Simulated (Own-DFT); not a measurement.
# Response to strain: fcc Cu, 16 atoms (Cu16)

All numbers below are calculated, not measured. The program, named Own-DFT, is a retired in-house plane-wave density functional code that no person has reviewed. Each row is one single-point run on a periodic cell that was not relaxed, without spin or spin-orbit coupling.

Settings of every run: PBE; PseudoDojo norm-conserving scalar-relativistic files; cutoff 50 hartree; 7 x 7 x 5 k mesh centred on Gamma; cold (Marzari-Vanderbilt) smearing of 0.2 eV.

Known limits: forces on such cells failed a check on a denser k mesh; stress not checked against mesh or cutoff.

Unstrained cell vectors in Å: (3.615, 3.615, 0.000); (-3.615, 3.615, 0.000); (0.000, 0.000, 7.230). The unstrained cell has measured lattice constants (interpolated for alloys), not those of this functional. That, the random moves and any unrelaxed bonds set the pressure at no strain. Each run strains this cell uniformly, with the atoms carried along. Every atom was also moved at random, by a Gaussian of width 0.05 Å on each axis. Strain is the symmetric tensor, in per cent. Stress is positive in tension, and the pressure is minus a third of its trace.

| run | e_xx (%) | e_yy (%) | e_zz (%) | e_yz (%) | e_xz (%) | e_xy (%) | s_xx (GPa) | s_yy (GPa) | s_zz (GPa) | s_yz (GPa) | s_xz (GPa) | s_xy (GPa) | P (GPa) | E (meV/atom) |
|---|---|---|---|---|---|---|---|---|---|---|---|---|---|---|
| 1 | -0.60 | -0.58 | -0.51 | 1.15 | -1.84 | 1.17 | -5.99 | -5.44 | -5.81 | 2.14 | -3.35 | 2.04 | 5.74 | 13.4 |
| 2 | -1.04 | 0.80 | -0.82 | 0.46 | -1.55 | -1.60 | -5.44 | -3.50 | -4.74 | 0.84 | -3.05 | -2.73 | 4.56 | 8.0 |
| 3 | -0.50 | -0.42 | -1.05 | 1.83 | -0.65 | 1.09 | -6.44 | -7.06 | -7.02 | 3.88 | -1.32 | 2.38 | 6.84 | 26.5 |
| 4 | -0.12 | -0.03 | -0.43 | 0.74 | -0.62 | 1.05 | -3.70 | -3.72 | -3.68 | 1.49 | -1.12 | 1.60 | 3.70 | 5.6 |
| 5 | 0.82 | -1.38 | -1.21 | 0.55 | -1.57 | -0.66 | -5.13 | -7.18 | -6.71 | 0.28 | -2.61 | -1.26 | 6.34 | 23.7 |
| 6 | -1.11 | -0.60 | -1.27 | -0.43 | -1.58 | 1.25 | -9.16 | -7.89 | -8.39 | -0.73 | -2.86 | 2.45 | 8.48 | 27.8 |
| 7 | 1.70 | 0.59 | 0.84 | -1.43 | -1.89 | 1.54 | 1.43 | 1.13 | 1.40 | -2.22 | -3.08 | 1.97 | -1.32 | 9.9 |
| 8 | 1.64 | 1.80 | 0.87 | 1.58 | 0.32 | 0.27 | 2.98 | 2.78 | 2.98 | 2.66 | 0.47 | 0.27 | -2.91 | 9.6 |
| 9 | -1.27 | 0.82 | 1.21 | -1.74 | -0.38 | 1.43 | -2.61 | -1.38 | -1.18 | -2.62 | -0.90 | 2.38 | 1.72 | 4.8 |
| 10 | 0.34 | 1.75 | 0.86 | 0.08 | 0.81 | -1.44 | 0.94 | 2.12 | 1.74 | -0.01 | 1.31 | -1.97 | -1.60 | 0.0 |
| 11 | 0.78 | -1.79 | 0.59 | 0.91 | -0.94 | 0.59 | -2.66 | -4.72 | -3.13 | 2.05 | -1.35 | 0.81 | 3.51 | 6.4 |
| 12 | -0.10 | 1.45 | 1.42 | -0.74 | -0.48 | -1.44 | 0.25 | 1.24 | 2.00 | -1.15 | -0.80 | -2.12 | -1.16 | 4.1 |
| 13 | -0.78 | 1.37 | 0.95 | 1.12 | 1.12 | -1.03 | -1.46 | 0.13 | 0.05 | 1.61 | 1.94 | -1.31 | 0.43 | 0.6 |
| 14 | -1.22 | 1.67 | -0.18 | -1.85 | -1.16 | -1.46 | -3.91 | -2.05 | -2.99 | -2.86 | -2.42 | -2.08 | 2.98 | 14.1 |
| 15 | -1.97 | -0.16 | -1.61 | 1.87 | 1.92 | 0.48 | -10.95 | -8.81 | -10.52 | 3.46 | 4.88 | 0.96 | 10.09 | 38.2 |
| 16 | -1.33 | -1.73 | 1.11 | -0.28 | -1.55 | 1.30 | ? | ? | ? | ? | ? | ? | ? | ? |

E is the free energy for each atom above the lowest run shown.

## Worked fit

Each stress component was fitted by least squares to a constant and the strains of the runs shown, as fractions, with shears doubled. Shear strains stay in the fit of a normal stress only where such slopes are resolved. The slopes, in GPa:

| stress | at no strain | per e_xx | per e_yy | per e_zz | scatter |
|---|---|---|---|---|---|
| s_xx | -3.4 | 189 ± 14 | 107 ± 15 | 181 ± 19 | 0.50 |
| s_yy | -3.3 | 108 ± 14 | 185 ± 14 | 167 ± 17 | 0.47 |
| s_zz | -3.2 | 129 ± 12 | 132 ± 13 | 234 ± 16 | 0.43 |

Each shear stress against twice its own strain: yz 88 ± 6, xz 108 ± 6, xy 80 ± 4 GPa. These are stiffnesses along x, y and z of the frame in which the cell vectors are given, which need not be the crystal's axes. The atoms are held to the strained lattice; where symmetry lets them move under strain, relaxing them would lower some slopes. The table should be nearly symmetric about its diagonal, and what it lacks of that shows the noise. A ninth of its sum, 159 ± 5 GPa, estimates the bulk modulus near the mean pressure of these runs, 3.2 GPa, so it lies above the value at zero pressure.

## Withheld run

Question: what normal stresses and pressure should run 16 give?

The fit gives s_xx = -5.7, s_yy = -6.1, s_zz = -4.6 and P = 5.5 GPa. The calculation gave -7.78, -7.38, -4.80 and P = 6.65 GPa. This run lies off the fit, by chance or by something that the fit leaves out.
